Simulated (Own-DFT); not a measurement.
# How strain changes the stress of wurtzite AlN, 128 atoms (Al64N64)

No measurement is shown. These are fixed-geometry runs of a retired plane-wave code named Own-DFT, which no person has reviewed; spin and spin-orbit coupling are neglected.

Method: PBE; PseudoDojo norm-conserving scalar-relativistic files; cutoff 42 hartree; 3 x 3 x 3 k mesh centred on Gamma; Gaussian smearing of 0.01 eV.

Known weak points: k mesh not checked against a denser one; stress not checked against mesh or cutoff.

Unstrained cell vectors in Å: (12.448, 0.000, 0.000); (-6.224, 10.780, 0.000); (0.000, 0.000, 9.964). The unstrained cell has measured lattice constants (interpolated for alloys), not those of this functional. That, the random moves and any unrelaxed bonds set the pressure at no strain. The cell is deformed uniformly in each run, and the atoms keep their fractional places. Each atom got a random Gaussian move of width 0.05 Å along each axis. Strain is the symmetric tensor, in per cent. Stress is positive in tension, and the pressure is minus a third of its trace.

```
run  e_xx (%)  e_yy (%)  e_zz (%)  e_yz (%)  e_xz (%)  e_xy (%)  s_xx (GPa)  s_yy (GPa)  s_zz (GPa)  s_yz (GPa)  s_xz (GPa)  s_xy (GPa)  P (GPa)  E (meV/atom)
  1      1.43     -0.11     -0.63     -0.62      1.60      1.45       -0.64       -5.48       -6.54       -1.37        4.93        5.29     4.22           8.1
  2     -0.58      1.82     -0.59      0.92     -0.15      1.03       -7.30        2.03       -7.98        2.16       -0.56        4.20     4.42           5.9
  3     -0.61      1.39      1.56      0.88      1.61     -1.41       -7.38        1.39        1.72        2.36        4.22       -4.85     1.42           9.6
  4     -0.68     -1.92      1.10     -1.76     -1.19     -0.05      -11.97      -14.98       -2.66       -4.67       -3.15       -0.49     9.87          31.7
  5      1.71     -1.37     -1.05      0.59     -1.82      0.19       -1.23       -9.93      -10.83        1.40       -4.32        0.55     7.33          26.6
  6     -1.53     -1.37     -1.52     -0.68     -1.25     -1.97      -16.23      -16.89      -15.26       -1.83       -3.49       -7.86    16.13          38.0
  7     -0.69     -1.86      0.92     -0.32     -1.56     -0.86      -13.11      -15.30       -2.68       -1.64       -4.83       -5.59    10.36          31.3
  8      1.99      1.25      0.64     -1.27     -1.38      0.71        4.53        1.52       -0.88       -3.78       -3.41        2.39    -1.72           5.6
  9      0.25      0.67     -1.11      1.24     -0.09     -1.81       -4.89       -3.63      -11.37        2.48       -1.16       -5.93     6.63          27.9
 10     -0.12     -0.49     -1.30     -1.49     -0.94     -0.17       -9.58       -9.71      -11.66       -4.46       -2.05       -0.94    10.32          29.0
 11     -0.79     -1.91     -1.56     -1.28      0.13      0.76      -10.92      -19.54      -17.93       -3.22        1.08        4.42    16.13          54.3
 12     -1.07     -0.61      1.16      1.68     -1.92     -0.07      -11.10       -9.41       -1.13        3.45       -4.57       -1.06     7.21          17.9
 13      1.79      1.29      1.42      0.39      0.21     -0.76        4.37        2.24        2.11        1.09        1.14       -2.10    -2.90           0.0
 14     -1.34     -1.94      0.64      1.36      0.40      0.98      -14.62      -17.92       -4.33        3.73        1.57        5.27    12.29          36.3
 15     -0.18      0.47      1.66     -0.56      1.37      1.57       -3.12       -5.00        2.42       -0.17        3.11        4.65     1.90           4.7
 16     -1.55      1.41      0.63      1.72      1.65      1.48           ?           ?           ?           ?           ?           ?        ?             ?
```

E is the free energy per atom, counted from the lowest run shown.

## Analysis

Each stress component was fitted by least squares to a constant and the strains of the runs shown, as fractions, with shears doubled. Shear strains stay in the fit of a normal stress only where such slopes are resolved. The slopes, in GPa:

| stress | at no strain | per e_xx | per e_yy | per e_zz | scatter |
|---|---|---|---|---|---|
| s_xx | -6.4 | 450 ± 32 | 133 ± 29 | 54 ± 29 | 1.30 |
| s_yy | -6.6 | 134 ± 29 | 481 ± 26 | 67 ± 26 | 1.15 |
| s_zz | -6.0 | 74 ± 26 | 61 ± 24 | 495 ± 24 | 1.06 |

The slope of each shear stress on twice its own strain, from a fit on all six strains: yz 126 ± 6, xz 133 ± 7, xy 189 ± 14 GPa. These are stiffnesses along x, y and z of the frame in which the cell vectors are given, with the crystal's c axis along z: C11, C12, C13 and C33. Hexagonal symmetry asks that xx and yy behave alike, which is a second check on the noise. The atoms are held to the strained lattice; where symmetry lets them move under strain, relaxing them would lower some slopes. Slopes across the diagonal should nearly agree, so their difference gauges the noise. A ninth of the table's sum, 217 ± 4 GPa, estimates the bulk modulus near the mean pressure of these runs, 6.9 GPa, so it lies above the value at zero pressure.

## The run left out

The question: what normal stresses and pressure should run 16 give?

The fit gives s_xx = -11.2, s_yy = -1.4, s_zz = -3.2 and P = 5.3 GPa. The hidden result is -12.97, -0.42, -2.21 and P = 5.20 GPa.
